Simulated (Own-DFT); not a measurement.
InAs (zincblende, strongly disordered by large displacements), GaP (zincblende, strongly disordered by large displacements) (calculated)

Computed with Own-DFT development build. A calculation, not a measurement: plane-wave PBE density functional theory by an unreviewed code, no spin, of a simulated periodic cell, stress positive in tension, free energy of the whole cell less one offset for each atom, forces on such cells passed a denser k mesh, this cell's mesh not checked; broken bonds can close the gap or carry spin, so checks made on this kind of crystal may not hold here; offsets are fitted by least squares, one for each functional and potential file, so energies compare only between cells with the same atoms and settings and are not formation energies; the far tail of each file's local potential was reset to the Coulomb form; each entry is a single point on an unrelaxed cell, so the pressure reflects the starting lattice, mostly measured values (interpolated for alloys), from which strain is counted, and rises with the displacements; printed positions are rounded, which can move forces by about a meV/angstrom; the program, named Own-DFT, is a retired in-house code; no spin-orbit coupling.

Settings shared by all entries: functional PBE; potential files PseudoDojo norm-conserving, scalar-relativistic, standard set; wave cutoff 42 hartree; occupations Fermi-Dirac; smearing width 0.1 eV; k mesh 3 x 3 x 3 centred on Gamma.

(1) InAs (zincblende, strongly disordered by large displacements)

```
cell vectors (Å)
  12.1166     0.0000     0.0000
   0.0000    12.1166     0.0000
   0.0000     0.0000    12.1166
atoms (fractions of the cell vectors)
In  0.01966  0.98894  0.98840
In  0.98818  0.25699  0.27203
In  0.25336  0.01110  0.24593
In  0.24428  0.24735  0.99736
As  0.10720  0.14104  0.10081
As  0.12329  0.38621  0.39802
As  0.37728  0.12442  0.34942
As  0.37701  0.38999  0.15918
In  0.00260  0.01764  0.50098
In  0.02974  0.23621  0.76430
In  0.26441  0.98069  0.74911
In  0.23540  0.27489  0.52441
As  0.11531  0.11714  0.65272
As  0.15006  0.38548  0.89972
As  0.38532  0.11526  0.87318
As  0.36674  0.34238  0.65258
In  0.01593  0.50941  0.98546
In  0.01384  0.75362  0.26553
In  0.25693  0.44631  0.26165
In  0.24707  0.73614  0.00844
As  0.09550  0.65102  0.09209
As  0.14281  0.91407  0.37556
As  0.38022  0.60181  0.36950
As  0.38418  0.86356  0.10236
In  0.01640  0.49182  0.49425
In  0.00393  0.76748  0.76443
In  0.27131  0.50093  0.75504
In  0.24839  0.77357  0.49250
As  0.10583  0.63544  0.61578
As  0.13907  0.87105  0.86405
As  0.37095  0.64148  0.86838
As  0.35311  0.85613  0.60989
In  0.48396  0.98996  0.99976
In  0.50256  0.22600  0.26526
In  0.74754  0.00853  0.25478
In  0.73356  0.21854  0.98681
As  0.64059  0.13081  0.11846
As  0.66000  0.36445  0.36915
As  0.86869  0.11085  0.37024
As  0.88367  0.36665  0.13316
In  0.49239  0.99998  0.48076
In  0.49630  0.24778  0.72750
In  0.75182  0.97411  0.71842
In  0.74375  0.26097  0.51117
As  0.62775  0.13463  0.64404
As  0.59214  0.35259  0.87756
As  0.90178  0.13463  0.89901
As  0.89939  0.37421  0.65675
In  0.50595  0.49251  0.02490
In  0.50133  0.75709  0.20847
In  0.76446  0.46936  0.25125
In  0.77307  0.74949  0.00019
As  0.61994  0.60612  0.11962
As  0.60639  0.87328  0.39911
As  0.87109  0.62796  0.38835
As  0.87251  0.86667  0.17440
In  0.53243  0.53851  0.51060
In  0.50177  0.76553  0.77486
In  0.75012  0.50130  0.76218
In  0.74196  0.78494  0.49640
As  0.64089  0.63929  0.61320
As  0.63982  0.84829  0.85456
As  0.88181  0.61379  0.87604
As  0.87612  0.85123  0.65648
```

- hardware: one NVIDIA H200
- free energy of cell above offsets: 3.303 eV
- pressure: 10.19 GPa
- stress xx: -12.02 GPa
- stress yy: -9.13 GPa
- stress zz: -9.42 GPa
- stress yz: -0.89 GPa
- stress xz: 0 GPa
- stress xy: 0.76 GPa
- wall time: 1136 s

Force:
```tsv
element	x (eV/Å)	y (eV/Å)	z (eV/Å)
In	-1.036	-0.911	1.175
In	0.874	-0.645	-0.231
In	-0.396	0.233	-3.828
In	3.059	-1.13	1.087
As	0.229	-0.741	2.794
As	2.039	-4.422	-4.064
As	-2.899	-1.195	4.574
As	7.705	-5.495	-7.685
In	-0.423	-0.789	0.862
In	-2.383	4.025	3.175
In	0.38	1.633	-0.466
In	-0.5	-2.654	-0.402
As	3.246	-2.641	-3.689
As	-0.614	0.828	-3.057
As	-0.933	0.941	-0.594
As	-3.133	5.169	-2.677
In	-1.558	-2.446	0.797
In	0.718	-0.864	1.142
In	-6.882	5.367	5.987
In	1.056	0.826	-1.376
As	-0.229	0.443	3.54
As	-1.85	-2.127	0.721
As	-0.412	1.495	0.009
As	-3.79	0.791	1.216
In	-5.508	4.274	4.149
In	1.509	-3.874	1.022
In	-1.536	0.437	-0.669
In	-3.836	-5.18	-4.388
As	1.733	0.407	0.792
As	0.7	-0.101	2.017
As	0.654	-1.421	1.225
As	6.093	3.616	4.677
In	3.424	1.622	-1.393
In	4.335	4.05	-2.827
In	-2.02	-1.338	-0.565
In	2.652	3.354	-3.212
As	-3.954	-3.063	3.44
As	-4.706	-0.532	1.158
As	0.752	2.006	2.308
As	0.79	-0.18	-2.982
In	-2.167	2.349	2.962
In	2.627	-2.882	4.067
In	-2.494	3.876	2.556
In	2.303	-1.299	1.99
As	1.565	-2.507	-2.454
As	1.674	1.42	0.775
As	-1.143	-0.627	-1.256
As	-0.654	-0.098	-1.272
In	-2.752	-1.763	-3.197
In	1.689	-2.533	3.442
In	0.811	4.156	-1.025
In	-0.386	-0.214	1.292
As	4.107	2.688	2.038
As	0.022	-0.442	-5.043
As	0.22	-0.13	-0.464
As	-0.425	0.329	-3.168
In	-3.829	-4.085	-4.107
In	-4.069	-2.66	-4.324
In	-1.023	-0.858	-0.723
In	3.458	-2.403	1.273
As	2.868	2.385	4.978
As	4.044	3.97	3.751
As	-0.233	1.313	-0.446
As	0.437	0.244	-5.409
```

(2) GaP (zincblende, strongly disordered by large displacements)

```
cell vectors (Å)
  10.9010     0.0000     0.0000
   0.0000    10.9010     0.0000
   0.0000     0.0000    10.9010
atoms (fractions of the cell vectors)
Ga  0.05121  0.01515  0.03193
Ga  0.01748  0.27534  0.17979
Ga  0.25619  0.98535  0.19712
Ga  0.26905  0.25137  0.93724
P   0.16062  0.14012  0.09530
P   0.13589  0.34900  0.33349
P   0.36227  0.11480  0.44246
P   0.37905  0.31988  0.13424
Ga  0.98366  0.98889  0.48094
Ga  0.97761  0.23825  0.71756
Ga  0.23996  0.02912  0.72646
Ga  0.26065  0.20593  0.54700
P   0.12241  0.14091  0.63102
P   0.12288  0.41084  0.90417
P   0.36327  0.09126  0.90784
P   0.43409  0.39981  0.67279
Ga  0.99172  0.52135  0.03495
Ga  0.99278  0.74209  0.28302
Ga  0.24893  0.51189  0.22258
Ga  0.21954  0.69917  0.01155
P   0.12688  0.59772  0.13238
P   0.11016  0.86161  0.33672
P   0.42403  0.62486  0.33061
P   0.41282  0.92337  0.16745
Ga  0.99617  0.50275  0.52932
Ga  0.94249  0.78700  0.79523
Ga  0.28704  0.48992  0.69835
Ga  0.20979  0.79475  0.50471
P   0.19023  0.59578  0.60180
P   0.13550  0.89836  0.88012
P   0.32653  0.59394  0.87754
P   0.39022  0.86739  0.59200
Ga  0.49679  0.04006  0.00262
Ga  0.50522  0.18897  0.25227
Ga  0.71938  0.01042  0.25819
Ga  0.77534  0.21193  0.01981
P   0.63074  0.07852  0.12438
P   0.64216  0.36955  0.40150
P   0.88768  0.08116  0.36318
P   0.85915  0.43385  0.10287
Ga  0.46867  0.01209  0.53453
Ga  0.50858  0.23294  0.79437
Ga  0.77164  0.99274  0.73409
Ga  0.75455  0.19470  0.51369
P   0.65568  0.10673  0.62721
P   0.58186  0.38977  0.92430
P   0.87383  0.11186  0.84463
P   0.87570  0.39192  0.61766
Ga  0.53282  0.54800  0.97868
Ga  0.43135  0.76128  0.22229
Ga  0.72854  0.54872  0.27843
Ga  0.67763  0.76745  0.99372
P   0.65487  0.60264  0.12230
P   0.54992  0.91855  0.36044
P   0.88768  0.62021  0.34817
P   0.89176  0.90046  0.04116
Ga  0.46097  0.49050  0.43149
Ga  0.50178  0.73174  0.72705
Ga  0.79841  0.50098  0.82814
Ga  0.78227  0.73354  0.42638
P   0.58288  0.64056  0.60252
P   0.62109  0.91778  0.90324
P   0.88519  0.63407  0.95955
P   0.90447  0.86872  0.58421
```

- hardware: one NVIDIA H100
- free energy of cell above offsets: 49.898 eV
- pressure: 21.78 GPa
- stress xx: -23.63 GPa
- stress yy: -24.08 GPa
- stress zz: -17.63 GPa
- stress yz: 6.3 GPa
- stress xz: -1.23 GPa
- stress xy: 3.42 GPa
- wall time: 610.6 s

Force:
```tsv
element	x (eV/Å)	y (eV/Å)	z (eV/Å)
Ga	-3.678	-3.79	-3.064
Ga	-1.123	0.099	0.409
Ga	-9.142	2.987	2.652
Ga	-2.082	4.555	2.056
P	3.286	4.773	2.823
P	0.66	1.183	1.613
P	0.623	1.125	-11.42
P	-0.317	0.984	-0.521
Ga	7.063	1.154	0.34
Ga	-1.069	2.186	1.816
Ga	2.708	-4.711	2.858
Ga	1.15	9.079	0.364
P	-7.335	-1.951	0.553
P	1.082	-1.385	-1.995
P	-5.091	0.326	-7.637
P	6.512	-4.852	-2.808
Ga	9.092	-3.755	-2.149
Ga	0.86	0.769	-7.172
Ga	6.527	-5.734	5.183
Ga	1.984	4.883	-3.759
P	-4.504	5.054	2.749
P	5.304	6.213	1.943
P	-4.053	0.698	-0.881
P	6.921	4.265	-3.836
Ga	4.245	2.088	-2.709
Ga	1.163	0.24	0.594
Ga	-2.413	-1.546	5.695
Ga	0.847	-1.296	1.062
P	-6.678	5.931	-5.836
P	0.125	-1.61	-0.972
P	2.21	0.601	0.55
P	-4.657	-6.655	4.815
Ga	3.252	-3.317	2.388
Ga	-0.849	2.006	1.695
Ga	4.226	-4.482	6.399
Ga	0.168	1.039	-0.436
P	0.628	5.771	-3.657
P	-0.386	-0.253	-1.241
P	-3.985	5.859	-4.852
P	-7.518	-7.056	4.23
Ga	9.397	2.254	1.716
Ga	0.314	-0.085	-0.801
Ga	-0.318	-3.641	-0.272
Ga	4.988	5.419	-6.334
P	-7.86	-2.508	4.739
P	3.798	-8.407	-2.464
P	2.059	2.105	3.17
P	-3.605	-2.508	2.431
Ga	-4.803	6.137	0.647
Ga	2.143	-3.203	-1.414
Ga	-1.43	-5.426	3.24
Ga	2.145	-3.326	2.452
P	-2.199	3.519	-3.479
P	1.947	-1.357	-1.177
P	4.198	-10.4	1.543
P	-1.853	-1.712	1.383
Ga	2.893	-7.392	6.662
Ga	-4.129	4.273	6.248
Ga	-1.384	-1.535	-1.458
Ga	-6.956	7.371	6.299
P	4.934	-4.604	-5.967
P	-0.195	1.251	-4.84
P	-5.757	8.077	-5.423
P	-4.083	-5.776	5.257
```

(3) GaP (zincblende, strongly disordered by large displacements)

```
cell vectors (Å)
  10.9010     0.0000     0.0000
   0.0000    10.9010     0.0000
   0.0000     0.0000    10.9010
atoms (fractions of the cell vectors)
Ga  0.00838  0.03945  0.04835
Ga  0.03518  0.25106  0.21190
Ga  0.24241  0.96017  0.26283
Ga  0.25844  0.29544  0.00971
P   0.11670  0.08461  0.17352
P   0.07469  0.37178  0.44972
P   0.36110  0.07762  0.41585
P   0.37172  0.37397  0.10814
Ga  0.01825  0.95250  0.51744
Ga  0.02095  0.25475  0.70803
Ga  0.23683  0.02278  0.80570
Ga  0.31492  0.24408  0.55612
P   0.11526  0.15290  0.59928
P   0.14753  0.40276  0.94143
P   0.36431  0.14648  0.80072
P   0.40272  0.38516  0.59883
Ga  0.98476  0.53162  0.97918
Ga  0.02504  0.76179  0.20964
Ga  0.24946  0.50411  0.28382
Ga  0.19709  0.77686  0.03946
P   0.14235  0.64891  0.15548
P   0.11113  0.87062  0.36239
P   0.33646  0.63597  0.35075
P   0.31624  0.93718  0.11075
Ga  0.93389  0.53092  0.54642
Ga  0.01978  0.76287  0.76280
Ga  0.23905  0.51278  0.74203
Ga  0.25033  0.75861  0.46681
P   0.16209  0.60346  0.60493
P   0.10845  0.85795  0.87601
P   0.38238  0.59802  0.87105
P   0.33015  0.85446  0.61149
Ga  0.47692  0.00615  0.98430
Ga  0.50041  0.32458  0.24598
Ga  0.75645  0.97982  0.21138
Ga  0.74233  0.23865  0.00265
P   0.60166  0.05127  0.14878
P   0.62534  0.44386  0.34355
P   0.86929  0.08820  0.41159
P   0.86994  0.35938  0.13907
Ga  0.50860  0.03411  0.49772
Ga  0.49455  0.24277  0.74414
Ga  0.75953  0.02089  0.75339
Ga  0.79095  0.23256  0.46118
P   0.63585  0.16891  0.60045
P   0.61166  0.38056  0.91109
P   0.89298  0.14319  0.88563
P   0.86075  0.35648  0.66010
Ga  0.48007  0.53223  0.03966
Ga  0.44760  0.75069  0.25072
Ga  0.75276  0.50253  0.24477
Ga  0.76324  0.76395  0.98748
P   0.61137  0.65332  0.11557
P   0.57678  0.88209  0.39014
P   0.86753  0.63521  0.33346
P   0.88079  0.91818  0.11049
Ga  0.52478  0.50981  0.53153
Ga  0.47775  0.72935  0.68616
Ga  0.72811  0.50735  0.78677
Ga  0.79936  0.73654  0.48414
P   0.62392  0.63958  0.68230
P   0.60187  0.95422  0.83189
P   0.87859  0.61486  0.84889
P   0.79832  0.89739  0.64078
```

* hardware: one NVIDIA H100
* free energy of cell above offsets: 40.785 eV
* pressure: 18.99 GPa
* stress xx: -23.31 GPa
* stress yy: -18.61 GPa
* stress zz: -15.06 GPa
* stress yz: -3.23 GPa
* stress xz: -0.09 GPa
* stress xy: -0.25 GPa
* wall time: 598.9 s

Force:
```tsv
element	x (eV/Å)	y (eV/Å)	z (eV/Å)
Ga	-3.555	0.2	-9.652
Ga	-1.539	3.601	2.753
Ga	0.383	3.18	8.661
Ga	-0.654	-11.52	-2.243
P	5.681	3.251	4.275
P	1.237	-0.06	-1.946
P	-7.072	3.903	-3.893
P	4.87	4.555	6.628
Ga	-1.818	1.897	2.329
Ga	-2.92	3.05	6.029
Ga	-5.232	-4.923	-1.34
Ga	-5.987	-8.29	-3.736
P	4.386	-4.573	-3.848
P	-6.876	6.239	-6.108
P	-2.827	-0.944	4.689
P	1.374	5.253	4.614
Ga	2.215	-2.757	4.339
Ga	-8.773	5.567	3.474
Ga	-5.903	-8.915	-3.32
Ga	3.409	2.886	-4.065
P	3.331	-10.8	-1.343
P	-2.08	-2.417	1.689
P	6.019	2.558	4.225
P	5.482	-3.093	-9.168
Ga	1.123	-0.22	-0.515
Ga	-4.927	-5.253	-7.454
Ga	2.814	-3.17	4.662
Ga	-2.535	-0.211	0.855
P	-4.576	3.187	-3.665
P	4.425	6.662	5.696
P	-0.741	1.886	-0.885
P	1.728	2.327	2.552
Ga	0.063	0.505	0.171
Ga	0.672	-2.8	1.108
Ga	-2.923	1.814	8.72
Ga	-0.077	-0.04	0.56
P	-4.171	4.281	-1.198
P	-6.615	-3.505	7.403
P	3.798	-7.78	-4.136
P	0.017	0.807	-1.477
Ga	6.301	-1.349	4.25
Ga	8.262	6.256	-2.314
Ga	1.008	8.895	4.78
Ga	-4.308	8.179	3.394
P	0.332	-0.687	0.684
P	-0.753	-0.485	-0.267
P	0.824	-0.011	-0.538
P	-2.566	2.003	-1.141
Ga	-0.097	-1.177	-2.506
Ga	3.729	3.341	-2.183
Ga	5.481	2.511	-6.463
Ga	-0.857	0.742	-0.604
P	1.905	1.782	1.637
P	1.999	-2.734	-1.694
P	3.157	0.725	-0.5
P	4.043	-8.743	-3.955
Ga	2.731	2.692	-2.265
Ga	-8.059	5.052	1.803
Ga	-0.786	-3.845	0.089
Ga	-2.588	1.837	2.519
P	7.412	-3.594	-3.404
P	-2.875	-3.723	1.11
P	-0.007	4.164	-0.931
P	4.486	-8.163	-6.94
```

(4) InAs (zincblende, strongly disordered by large displacements)

```
cell vectors (Å)
  12.1166     0.0000     0.0000
   0.0000    12.1166     0.0000
   0.0000     0.0000    12.1166
atoms (fractions of the cell vectors)
In  0.01289  0.04108  0.96358
In  0.98412  0.28298  0.25326
In  0.25646  0.98797  0.28099
In  0.29139  0.26176  0.01486
As  0.10152  0.12857  0.10918
As  0.14524  0.34983  0.39759
As  0.35238  0.13594  0.43044
As  0.41560  0.36545  0.12835
In  0.99503  0.02670  0.50106
In  0.98620  0.27596  0.70802
In  0.22907  0.99308  0.74223
In  0.24862  0.26813  0.51568
As  0.11497  0.12643  0.57311
As  0.17108  0.36448  0.85707
As  0.35532  0.17586  0.87997
As  0.44247  0.36941  0.57894
In  0.00695  0.51219  0.99714
In  0.99894  0.70775  0.21428
In  0.22215  0.50039  0.20339
In  0.24933  0.77248  0.99889
As  0.11744  0.60143  0.11299
As  0.09370  0.91862  0.41025
As  0.35601  0.62345  0.35030
As  0.37450  0.88809  0.12359
In  0.95371  0.49809  0.51477
In  0.01318  0.73938  0.76339
In  0.23559  0.52423  0.72865
In  0.23417  0.74202  0.50146
As  0.12168  0.65879  0.61294
As  0.11043  0.83741  0.89611
As  0.38649  0.63032  0.95165
As  0.39008  0.90138  0.60033
In  0.50353  0.01567  0.01689
In  0.51550  0.24546  0.30636
In  0.78071  0.01117  0.26101
In  0.75958  0.24441  0.94484
As  0.61172  0.11218  0.12371
As  0.63978  0.35086  0.36123
As  0.83180  0.13815  0.36555
As  0.87854  0.34663  0.13280
In  0.50717  0.99907  0.49365
In  0.51370  0.26358  0.80703
In  0.79504  0.97908  0.75391
In  0.74552  0.24211  0.51343
As  0.61250  0.14024  0.62160
As  0.62605  0.38115  0.86377
As  0.85865  0.15461  0.83628
As  0.86321  0.35394  0.61607
In  0.47798  0.43548  0.98390
In  0.39860  0.73053  0.22231
In  0.79232  0.46504  0.22341
In  0.75209  0.77897  0.01837
As  0.62500  0.58199  0.10564
As  0.57428  0.88210  0.38652
As  0.92161  0.62397  0.39610
As  0.91514  0.84219  0.10159
In  0.50102  0.54370  0.49830
In  0.50787  0.79387  0.82380
In  0.75808  0.48783  0.78364
In  0.76513  0.78080  0.45052
As  0.59545  0.62801  0.63113
As  0.64181  0.92547  0.85598
As  0.86698  0.64861  0.91212
As  0.88118  0.88086  0.64167
```

* hardware: one NVIDIA H200
* free energy of cell above offsets: 39.775 eV
* pressure: 16.42 GPa
* stress xx: -15.56 GPa
* stress yy: -17.03 GPa
* stress zz: -16.69 GPa
* stress yz: -2.87 GPa
* stress xz: -0.54 GPa
* stress xy: -0.42 GPa
* wall time: 1222 s

Force:
```tsv
element	x (eV/Å)	y (eV/Å)	z (eV/Å)
In	-1.15	-1.629	-1.868
In	6.646	-4.825	6.797
In	-0.782	1.259	0.043
In	-6.099	2.625	7.183
As	2.646	1.718	2.961
As	-5.64	5.082	-6.392
As	3.078	-3.047	-3.905
As	-3.429	-2.445	10.05
In	-12.67	0.246	0.635
In	8.682	-4.761	5.324
In	0.467	0.15	-0.394
In	3.527	0.821	6.344
As	5.395	5.136	6.867
As	-2.165	0.681	-0.259
As	1.974	-7.723	-7.289
As	-1.596	-1.676	1.875
In	-2.875	-4.184	-3.922
In	-1.274	1.123	4.038
In	7.043	-6.985	6.627
In	1.901	-1.207	2.172
As	0.082	6.557	-3.752
As	6.115	-8.094	-6.272
As	-2.908	-5.785	6.729
As	-1.136	2.991	-1.184
In	3.257	-4.109	3.391
In	-2.915	-0.865	-1.234
In	1.369	-0.6	0.509
In	4.505	4.564	-4.331
As	-3.986	-4.494	2.997
As	-1.804	4.994	-0.737
As	1.182	-0.126	-1.571
As	-3.957	-3.75	4.258
In	-3.02	-2.17	-4.616
In	-7.15	-6.307	-3.382
In	-3.64	-7.621	-6.182
In	-5.148	3.739	7.912
As	4.668	3.981	3.992
As	6.814	7.382	2.988
As	4.93	5.694	4.561
As	-0.579	-2.336	-12.52
In	-0.063	8.694	3.587
In	-4.387	-6.27	-6.344
In	-3.35	5.347	3.053
In	-2.236	-0.413	-1.221
As	-0.897	-1.029	2.19
As	4.141	4.061	3.413
As	6.357	-4.528	-4.733
As	-5.809	6.049	-1.841
In	2.948	5.891	-5.632
In	4.489	2.285	-4.577
In	-6.383	7.562	5.074
In	-4.463	-0.558	-0.167
As	0.351	1.118	0.475
As	4.575	-6.787	-6.909
As	-2.535	5.253	-5.629
As	0.763	4.075	0.372
In	-1.636	-1.262	-4.137
In	-2.924	-3.297	-1.785
In	2.719	3.676	-2.698
In	-0.598	-0.081	0.879
As	3.594	2.832	3.98
As	-0.436	0.763	3.416
As	0.587	-1.883	-2.519
As	4.83	-5.503	-6.685
```
